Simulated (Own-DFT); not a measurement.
## Calculated data, GaN (wurtzite, strained, atoms displaced)

Computed with Own-DFT development build. A calculation, not a measurement: plane-wave PBE density functional theory by an unreviewed code, no spin, of a simulated periodic cell, stress positive in tension, free energy of the whole cell less one offset for each atom, forces on such cells passed a denser k mesh, this cell's mesh not checked; offsets are fitted by least squares, one for each functional and potential file, so energies compare only between cells with the same atoms and settings and are not formation energies; the far tail of each file's local potential was reset to the Coulomb form; each entry is a single point on an unrelaxed cell, so the pressure reflects the starting lattice, mostly measured values (interpolated for alloys), from which strain is counted, and rises with the displacements; printed positions are rounded, which can move forces by about a meV/angstrom; the program, named Own-DFT, is a retired in-house code; no spin-orbit coupling.

### GaN (wurtzite, strained, atoms displaced)

```
CELL_PARAMETERS angstrom
12.75600 0.00000 0.00000
-4.78350 8.28530 0.00000
0.00000 0.00000 10.44780
ATOMIC_POSITIONS crystal
Ga 0.08556 0.21345 0.00992
Ga 0.16252 0.10299 0.23724
N 0.07918 0.21480 0.18993
N 0.17637 0.12258 0.43469
Ga 0.08331 0.22550 0.49437
Ga 0.16469 0.10729 0.75434
N 0.08353 0.22151 0.68115
N 0.16209 0.11572 0.94144
Ga 0.08106 0.54955 0.00247
Ga 0.16769 0.44327 0.24890
N 0.07748 0.54585 0.18791
N 0.16839 0.45099 0.44106
Ga 0.08139 0.55887 0.50694
Ga 0.16344 0.43207 0.75212
N 0.08441 0.55501 0.69723
N 0.16450 0.44610 0.94003
Ga 0.08241 0.88914 0.00269
Ga 0.17889 0.77782 0.24395
N 0.08335 0.88987 0.19424
N 0.16838 0.77980 0.43576
Ga 0.08213 0.89122 0.50152
Ga 0.15462 0.76758 0.74605
N 0.08481 0.88623 0.68608
N 0.17027 0.78236 0.94172
Ga 0.32945 0.20688 0.99878
Ga 0.41551 0.10969 0.24783
N 0.33166 0.22860 0.18172
N 0.41711 0.11851 0.44460
Ga 0.33545 0.22332 0.50519
Ga 0.40382 0.10843 0.75558
N 0.33262 0.21545 0.68820
N 0.42435 0.12118 0.93499
Ga 0.32889 0.55372 0.99832
Ga 0.41446 0.44934 0.24706
N 0.32528 0.54657 0.18399
N 0.41926 0.44813 0.44172
Ga 0.32800 0.55576 0.50565
Ga 0.41317 0.44743 0.74934
N 0.33825 0.56172 0.68748
N 0.41596 0.44682 0.93913
Ga 0.32183 0.88097 0.00304
Ga 0.42378 0.78391 0.25074
N 0.34039 0.89884 0.18761
N 0.42734 0.78919 0.43975
Ga 0.33689 0.89989 0.49016
Ga 0.41087 0.76983 0.74594
N 0.33804 0.90076 0.69094
N 0.41702 0.78303 0.94073
Ga 0.58697 0.22682 0.00138
Ga 0.66631 0.11505 0.25607
N 0.58759 0.23048 0.18877
N 0.66947 0.11061 0.43945
Ga 0.58662 0.22925 0.50657
Ga 0.67600 0.12071 0.75275
N 0.57843 0.21104 0.68647
N 0.66752 0.10551 0.93574
Ga 0.58122 0.55454 0.99885
Ga 0.66731 0.45005 0.24523
N 0.58740 0.55397 0.18484
N 0.66376 0.43331 0.44566
Ga 0.58695 0.56367 0.50383
Ga 0.67351 0.45000 0.75519
N 0.58993 0.56098 0.68963
N 0.65919 0.43477 0.93468
Ga 0.58781 0.89659 0.00463
Ga 0.66851 0.77631 0.24884
N 0.58473 0.88821 0.18202
N 0.67399 0.78435 0.44080
Ga 0.58672 0.88463 0.49163
Ga 0.67245 0.77994 0.75280
N 0.58420 0.89341 0.68507
N 0.66537 0.77817 0.93759
Ga 0.83078 0.21497 0.99226
Ga 0.92128 0.11341 0.25365
N 0.83247 0.22394 0.18535
N 0.91683 0.10694 0.43170
Ga 0.83568 0.21682 0.50084
Ga 0.91880 0.11087 0.74363
N 0.82970 0.21450 0.68661
N 0.92023 0.11788 0.93559
Ga 0.83743 0.56465 0.00415
Ga 0.91241 0.43978 0.25253
N 0.83579 0.56294 0.19098
N 0.91589 0.45289 0.43280
Ga 0.83773 0.55548 0.49893
Ga 0.92660 0.44672 0.74169
N 0.83791 0.56428 0.69098
N 0.91302 0.44402 0.93334
Ga 0.83261 0.88530 0.00202
Ga 0.91300 0.77752 0.25380
N 0.83446 0.88667 0.18574
N 0.91483 0.77889 0.44327
Ga 0.83173 0.88705 0.49445
Ga 0.91583 0.78208 0.75758
N 0.83466 0.88693 0.69478
N 0.92193 0.78520 0.93961
```

* functional: PBE
* potential files: PseudoDojo norm-conserving, scalar-relativistic, standard set with the stringent files for Ga
* wave cutoff: 96 hartree
* occupations: Gaussian
* smearing width: 0.01 eV
* k mesh: 3 x 4 x 3 centred on Gamma
* free energy of cell above offsets: -5.105 eV
* pressure: 5.44 GPa
* stress xx: -6.58 GPa
* stress yy: -5.65 GPa
* stress zz: -4.09 GPa
* stress yz: -0.33 GPa
* stress xz: -0.06 GPa
* stress xy: 0 GPa

Force:
```csv
element,x (eV/Å),y (eV/Å),z (eV/Å)
Ga,-2.774,1.814,-0.966
Ga,0.924,1.775,2.342
N,0.485,0.988,0.324
N,-1.363,-1.189,-0.181
Ga,1.13,-0.334,-0.164
Ga,0.071,0.209,-0.848
N,0.261,-0.393,0.342
N,2.127,-1.519,-0.96
Ga,-0.958,0.138,-0.396
Ga,-0.845,-0.409,0.576
N,0.645,1.046,0.194
N,-0.905,-0.388,-0.439
Ga,0.434,0.269,-1.2
Ga,0.32,1.23,0.441
N,1.622,-0.566,-1.82
N,0.475,-1.156,-0.415
Ga,0.535,-0.043,0.448
Ga,-2.315,-0.865,1.062
N,0.529,-1.808,-1.12
N,-0.101,-0.201,0.05
Ga,0.571,0.789,-0.971
Ga,2.387,2.316,1.084
N,-1.285,0.496,0.616
N,-2.452,-1.394,-0.852
Ga,-0.023,2.199,-0.145
Ga,-0.24,2.348,0.961
N,0.609,-0.911,0.617
N,0.903,0.007,-1.843
Ga,-0.363,0.669,-0.684
Ga,3.306,0.133,-0.3
N,-2.282,1.751,0.416
N,-0.732,-1.591,1.233
Ga,0.727,0.81,-0.335
Ga,0.849,-0.558,0.692
N,0.608,1.748,0.531
N,-0.465,0.432,-0.406
Ga,1.525,0.716,-1.114
Ga,1.886,-0.375,0.464
N,-1.376,-1.967,-0.005
N,-0.382,-0.797,-0.35
Ga,3.338,1.837,-0.834
Ga,-0.338,-0.935,-0.158
N,0.365,-1.236,-0.095
N,-1.816,-1.523,-0.978
Ga,0.38,-0.687,1.986
Ga,0.425,3.362,1.076
N,-0.914,-2.786,-0.995
N,-0.126,-0.539,-0.023
Ga,0.354,-1.178,-0.095
Ga,0.488,0.031,-0.708
N,-0.307,-1.027,-0.083
N,-0.118,0.248,-0.133
Ga,0.122,-2.208,0.212
Ga,-2.594,-2.039,-0.656
N,0.053,1.47,1.434
N,-0.643,1.167,0.41
Ga,-0.019,-0.033,-0.538
Ga,0.778,-0.761,1.69
N,-1.7,0.715,0.325
N,-0.023,3.256,-1.71
Ga,0.418,-1.177,-0.022
Ga,-0.587,-1.394,-1.484
N,-0.677,-0.599,0.211
N,0.9,2.227,1.118
Ga,-0.668,-1.37,-1.785
Ga,-0.16,0.151,-0.121
N,0.283,0.298,1.995
N,-0.558,-1.305,-1.579
Ga,-0.23,1.544,2.374
Ga,-1.962,0.267,-0.389
N,0.741,-0.665,0.19
N,0.613,-0.03,0.668
Ga,0.071,1.253,1.036
Ga,-1.713,-0.535,-1.623
N,0.363,-0.643,0.181
N,0.078,0.584,1.458
Ga,-1.006,0.507,-0.559
Ga,-0.165,-0.272,1.114
N,1.83,1.808,-0.649
N,0.814,-1.052,-0.028
Ga,-0.145,-1.312,-0.729
Ga,0.03,0.398,-1.018
N,0.119,-0.688,-0.312
N,1.777,-1.382,1.408
Ga,-2.059,0.168,0.976
Ga,-3.208,-1.19,1.633
N,0.913,-0.682,-0.413
N,0.375,0.227,0.247
Ga,-0.633,0.955,-0.667
Ga,0.977,0.348,0.319
N,-0.378,0.614,0.613
N,0.525,-0.044,-0.754
Ga,1.01,0.537,1.797
Ga,0.866,-0.363,-1.098
N,0.112,0.845,-1.474
N,-0.429,-0.584,0.354
```
